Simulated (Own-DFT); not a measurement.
# A layer strained by its substrate: diamond-structure SiGeSn with randomly placed atoms, 64 atoms (Ge48Si8Sn8)

Everything here is calculated. The program is Own-DFT (plane waves, in-house, since retired, never reviewed by a person); positions were held fixed, and spin and spin-orbit coupling were off.

Method: PBE; PseudoDojo norm-conserving scalar-relativistic files; cutoff 49 hartree; 3 x 3 x 3 k mesh centred on Gamma; Fermi-Dirac smearing of 0.1 eV.

Limits: forces on such cells moved up to 12 meV/angstrom on a denser k mesh; stress not checked against mesh or cutoff.

Unstrained cell vectors in Å: (11.467, 0.000, 0.000); (0.000, 11.467, 0.000); (0.000, 0.000, 11.467). The unstrained cell has measured lattice constants (interpolated for alloys), not those of this functional. That, the random moves and any unrelaxed bonds set the pressure at no strain. Each run strains x and y alike by e, as a substrate would, and holds the height along z. Each atom got a random Gaussian move of width 0.05 Å along each axis. The random placing of the alloy's atoms differs from row to row. Stress is positive in tension.

| e (%) | u (Å) | (s_xx + s_yy)/2 (GPa) | s_zz (GPa) |
|---|---|---|---|
| -2.75 | 0.052 | -10.18 | -8.67 |
| -1.75 | 0.048 | -8.24 | -7.05 |
| -1.50 | 0.050 | -7.86 | -7.18 |
| -0.75 | 0.054 | -6.37 | -6.06 |
| -0.50 | 0.048 | -6.24 | -5.90 |
| 0.50 | 0.053 | -4.23 | -4.35 |
| 1.75 | 0.051 | -2.26 | -3.30 |
| 2.00 | 0.052 | ? | ? |
| 2.25 | 0.047 | -1.37 | -2.57 |
| 3.00 | 0.050 | -0.46 | -2.27 |

## What the rows give

With e as a fraction, the in-plane stress is -5.1 + 172 e - 429 e² GPa (errors 2 and 141, scatter 0.12), and s_zz is -5.1 + 116 e - 542 e² GPa (slope ± 4, scatter 0.21). At e = 0 the first slope is C11 + C12 and the second 2 C12, both with the ions held to the strained lattice and at the cell's own pressure. The term in e² is negative: the layer stiffens under compression and softens under tension. A free layer would change its height as e changes, and the in-plane slope would drop by 2 C12²/C11 to the biaxial modulus. At fixed height, a misfit of 1 % moves the in-plane stress by about 1.7 GPa and s_zz by 1.2 GPa.

## The run left out

The question: what are the two stresses at e = 2.00 %?

Estimate: -1.9 and -3.0 GPa. DFT gave -1.83 and -2.90 GPa.
